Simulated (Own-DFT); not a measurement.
# Point defects and the pressure they add: L1_0 TiAl

Calculated, not measured: single-point runs of Own-DFT, a retired in-house plane-wave DFT program that no person has reviewed, on unrelaxed cells, without spin or spin-orbit coupling.

Method: PBEsol; PseudoDojo norm-conserving scalar-relativistic files, made for PBE; cutoff 42 hartree; 4 x 4 x 4 k mesh centred on Gamma; cold (Marzari-Vanderbilt) smearing of 0.2 eV.

Known weak points: forces on such cells failed a check on a denser k mesh; stress not checked against mesh or cutoff.

All runs share one cell, with vectors in Å (5.622, 5.622, 0.000); (-5.622, 5.622, 0.000); (0.000, 0.000, 8.133) and a volume of 514.0 Å³. Atoms were moved at random from their sites; u is the rms move along one axis. The defect's site can differ from row to row.

```
cell,formula,u (Å),P (GPa)
no defect,Al16Ti16,0.0174,-1.69
no defect,Al16Ti16,0.0443,-1.25
no defect,Al16Ti16,0.0544,-0.94
two Al vacancies,Al14Ti16,0.0307,?
two Al vacancies,Al14Ti16,0.0325,-3.32
two Al vacancies,Al14Ti16,0.0529,-2.92
two Al vacancies,Al14Ti16,0.0532,-3.22
one Ti vacancy,Al16Ti15,0.0272,-2.28
one Ti vacancy,Al16Ti15,0.0327,-2.07
one Ti vacancy,Al16Ti15,0.0362,-1.93
```

## Working it out

P = P0 + c u² + a shift for each defect gives P0 = -1.71 GPa, c = 239 ± 57 GPa/Å² and a scatter of 0.14 GPa. The shifts, and each times the cell's volume:

- one Ti vacancy: -0.63 ± 0.12 GPa, -2.0 eV
- two Al vacancies: -1.98 ± 0.12 GPa, -6.3 eV (-3.2 eV for each of its 2 sites)

Positive is outwards. The product with the volume (160.2 GPa Å³ to the eV) is nearly free of the cell's size; divided by the bulk modulus at the cell's pressure it gives the volume that the defect adds. The atoms around the defects weren't relaxed, which would change these numbers.

## Prediction

The question: what pressure belongs in the blank (two Al vacancies, u = 0.0307 Å)?

From the fit: -3.46 ± 0.18 GPa. DFT gave -3.28 GPa.
